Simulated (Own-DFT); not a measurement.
# Strain and stress in wurtzite AlN, 72 atoms (Al36N36)

These are calculations, not measurements. They come from Own-DFT, an in-house plane-wave density functional program, since retired, whose code no person has reviewed. Each row is one single-point run on a periodic cell that was not relaxed, without spin or spin-orbit coupling.

Settings of every run: PBE; PseudoDojo norm-conserving scalar-relativistic files; cutoff 42 hartree; 4 x 4 x 3 k mesh centred on Gamma; Gaussian smearing of 0.01 eV.

Known limits: k mesh not checked against a denser one; stress not checked against mesh or cutoff.

Unstrained cell vectors in Å: (9.336, 0.000, 0.000); (-4.668, 8.085, 0.000); (0.000, 0.000, 9.964). The unstrained cell has measured lattice constants (interpolated for alloys), not those of this functional. That, the random moves and any unrelaxed bonds set the pressure at no strain. Each run strains this cell uniformly, with the atoms carried along. Every atom was also moved at random, by a Gaussian of width 0.05 Å on each axis. Strain is the symmetric tensor, in per cent. Stress is positive in tension, and the pressure is minus a third of its trace.

| run | e_xx (%) | e_yy (%) | e_zz (%) | s_xx (GPa) | s_yy (GPa) | s_zz (GPa) | P (GPa) | E (meV/atom) |
|---|---|---|---|---|---|---|---|---|
| 1 | -0.50 | -0.50 | 0.00 | -8.10 | -10.28 | -5.68 | 8.02 | 33.4 |
| 2 | -2.00 | -2.00 | 0.00 | -21.05 | -19.69 | -6.31 | 15.68 | 58.2 |
| 3 | -3.00 | -3.00 | 0.00 | -22.47 | -31.35 | -10.49 | 21.44 | 98.5 |
| 4 | 1.50 | 1.50 | 0.00 | 3.45 | 3.60 | -6.02 | -0.34 | 9.9 |
| 5 | -1.00 | -1.00 | 0.00 | -10.18 | -9.27 | -10.72 | 10.06 | 27.8 |
| 6 | -0.25 | -0.25 | 0.00 | -5.91 | -5.67 | -7.61 | 6.40 | 13.1 |
| 7 | 2.00 | 2.00 | 0.00 | 4.94 | 5.53 | -2.47 | -2.67 | 0.0 |
| 8 | -2.75 | -2.75 | 0.00 | -24.06 | -26.08 | -9.41 | 19.85 | 84.9 |
| 9 | -2.25 | -2.25 | 0.00 | ? | ? | ? | ? | ? |

E is the free energy for each atom above the lowest run shown.

## Worked fit

The change of volume is close to e_xx + e_yy + e_zz. A straight line through the runs shown gives P = 6.29 - 240 x (fractional change of volume) GPa, with an error of 9 on the slope and a scatter of 0.89 GPa. The strain isn't the same on all axes and the cell isn't cubic, so the slope belongs to this path and is not the bulk modulus.

## Withheld run

Question: what pressure should run 9 give? Its volume changes by -4.45 %.

The line gives 17.0 GPa. The calculation gave 17.10 GPa.
